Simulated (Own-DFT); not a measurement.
# One host, several defects: L1_0 TiAl

Source: density functional calculations with Own-DFT, an unreviewed in-house program that is no longer used. Nothing was measured or relaxed, and spin and spin-orbit coupling are left out.

Method: PBE; PseudoDojo norm-conserving scalar-relativistic files; cutoff 42 hartree; 4 x 4 x 4 k mesh centred on Gamma; cold (Marzari-Vanderbilt) smearing of 0.2 eV.

Known weak points: forces on such cells failed a check on a denser k mesh; stress not checked against mesh or cutoff.

All runs share one cell, with vectors in Å (5.622, 5.622, 0.000); (-5.622, 5.622, 0.000); (0.000, 0.000, 8.133) and a volume of 514.0 Å³. The atoms are randomly displaced, by u rms on each axis. The defect's site can differ from row to row.

```
            cell   formula   u (Å)  P (GPa)
       no defect  Al16Ti16  0.0211     1.19
       no defect  Al16Ti16  0.0213     1.18
       no defect  Al16Ti16  0.0522     1.78
  one Ti vacancy  Al16Ti15  0.0275     0.43
  one Ti vacancy  Al16Ti15  0.0284     0.50
  one Ti vacancy  Al16Ti15  0.0303     0.55
  one Ti vacancy  Al16Ti15  0.0306        ?
two Al vacancies  Al14Ti16  0.0281    -0.63
two Al vacancies  Al14Ti16  0.0290    -0.60
two Al vacancies  Al14Ti16  0.0484    -0.46
```

## Fit

P = P0 + c u² + a shift for each defect gives P0 = 1.13 GPa, c = 214 ± 36 GPa/Å² and a scatter of 0.08 GPa. The shifts, and each times the cell's volume:

- one Ti vacancy: -0.81 ± 0.07 GPa, -2.6 eV
- two Al vacancies: -1.97 ± 0.07 GPa, -6.3 eV (-3.2 eV for each of its 2 sites)

Positive is outwards. The product with the volume (160.2 GPa Å³ to the eV) is nearly free of the cell's size; divided by the bulk modulus at the cell's pressure it gives the volume that the defect adds. The atoms around the defects weren't relaxed, which would change these numbers.

## Withheld run

Asked: what pressure belongs in the blank (one Ti vacancy, u = 0.0306 Å)?

The fitted form gives 0.52 ± 0.09 GPa. The run itself gave 0.47 GPa.
